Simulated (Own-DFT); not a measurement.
# How strain changes the stress of wurtzite AlN, 72 atoms (Al36N36)

These are calculations, not measurements. They come from Own-DFT, an in-house plane-wave density functional program, since retired, whose code no person has reviewed. Each row is one single-point run on a periodic cell that was not relaxed, without spin or spin-orbit coupling.

Settings of every run: PBE; PseudoDojo norm-conserving scalar-relativistic files; cutoff 42 hartree; 4 x 4 x 3 k mesh centred on Gamma; Gaussian smearing of 0.01 eV.

Known limits: k mesh not checked against a denser one; stress not checked against mesh or cutoff.

Unstrained cell vectors in Å: (9.336, 0.000, 0.000); (-4.668, 8.085, 0.000); (0.000, 0.000, 9.964). The unstrained cell has measured lattice constants (interpolated for alloys), not those of this functional. That, the random moves and any unrelaxed bonds set the pressure at no strain. Each run strains this cell uniformly, with the atoms carried along. Every atom was also moved at random, by a Gaussian of width 0.05 Å on each axis. Strain is the symmetric tensor, in per cent. Stress is positive in tension, and the pressure is minus a third of its trace.

```
run,e_xx (%),e_yy (%),e_zz (%),e_yz (%),e_xz (%),e_xy (%),s_xx (GPa),s_yy (GPa),s_zz (GPa),s_yz (GPa),s_xz (GPa),s_xy (GPa),P (GPa),E (meV/atom)
1,1.04,1.10,0.56,-0.35,0.90,1.88,-1.74,1.34,-1.59,-1.30,2.50,6.62,0.66,12.2
2,-0.01,1.89,-1.57,1.62,1.76,0.23,-3.86,1.10,-11.79,4.63,3.62,2.08,4.85,9.7
3,-1.13,-1.91,-1.19,-1.83,0.56,-1.05,-13.62,-17.94,-14.83,-3.73,2.14,-3.27,15.47,43.2
4,-0.81,0.49,0.35,-0.79,0.09,1.45,-11.00,-3.87,-2.90,-1.08,0.32,6.17,5.92,16.4
5,-0.16,1.08,-0.48,-0.22,1.47,0.96,-5.82,-0.80,-7.61,-0.93,3.99,3.37,4.74,8.4
6,0.64,0.95,-1.93,-1.24,1.18,1.03,-4.97,-1.38,-13.69,-4.13,3.96,5.02,6.68,25.8
7,0.65,-0.79,-1.29,0.76,1.82,1.61,-3.93,-11.28,-12.56,2.04,4.90,7.77,9.26,37.1
8,-0.19,-0.64,0.20,1.26,1.25,-0.72,-6.86,-8.18,-5.72,3.23,2.02,-2.32,6.92,16.5
9,-1.27,1.23,1.91,1.04,-0.52,-0.52,-10.35,0.18,3.83,2.42,-0.27,-2.65,2.11,11.9
10,-0.02,-0.57,0.66,1.49,-0.28,0.31,-3.36,-9.50,-3.33,4.00,-0.94,1.55,5.40,0.0
11,-1.04,-1.21,-0.83,0.16,-1.33,-1.42,-12.71,-15.39,-10.55,0.71,-3.45,-5.39,12.88,43.6
12,1.81,-1.23,-1.58,1.65,1.22,0.19,1.74,-11.94,-15.57,4.97,2.97,-0.18,8.59,46.8
13,-1.85,-1.27,-1.83,0.58,0.76,1.16,-22.41,-14.92,-17.16,2.34,2.33,4.25,18.17,73.9
14,-0.04,0.94,1.79,0.18,0.65,-0.80,-4.00,-1.48,3.71,0.30,1.20,-3.09,0.59,10.8
15,-0.70,0.67,1.13,-0.21,-1.94,-1.04,-5.20,-2.81,-2.72,-0.94,-3.55,-4.58,3.58,12.2
16,0.34,0.70,-0.61,0.31,-0.27,-1.68,-6.46,-2.42,-6.32,1.56,-0.50,-6.29,5.07,22.9
17,-1.69,-0.90,0.78,1.82,-1.93,-0.47,-14.97,-11.03,-4.72,5.20,-4.06,-3.68,10.24,37.3
18,1.35,-1.28,-1.74,-1.31,1.54,0.34,?,?,?,?,?,?,?,?
```

E is the free energy for each atom above the lowest run shown.

## Worked fit

Each stress component was fitted by least squares to a constant and the strains of the runs shown, as fractions, with shears doubled. Shear strains stay in the fit of a normal stress only where such slopes are resolved. The slopes, in GPa:

```
stress,at no strain,per e_xx,per e_yy,per e_zz,scatter
s_xx,-5.9,558 ± 54,58 ± 48,128 ± 44,1.97
s_yy,-6.3,86 ± 25,509 ± 22,66 ± 20,0.90
s_zz,-6.1,35 ± 30,122 ± 27,466 ± 24,1.09
```

Each shear stress against twice its own strain: yz 133 ± 7, xz 104 ± 9, xy 186 ± 11 GPa. These are stiffnesses along x, y and z of the frame in which the cell vectors are given, which need not be the crystal's axes. The atoms are held to the strained lattice; where symmetry lets them move under strain, relaxing them would lower some slopes. The table should be nearly symmetric about its diagonal, and what it lacks of that shows the noise. A ninth of its sum, 225 ± 5 GPa, estimates the bulk modulus near the mean pressure of these runs, 7.1 GPa, so it lies above the value at zero pressure.

## Withheld run

Question: what normal stresses and pressure should run 18 give?

The fit gives s_xx = -1.3, s_yy = -12.8, s_zz = -15.3 and P = 9.8 GPa. The calculation gave -2.77, -11.63, -13.47 and P = 9.29 GPa.
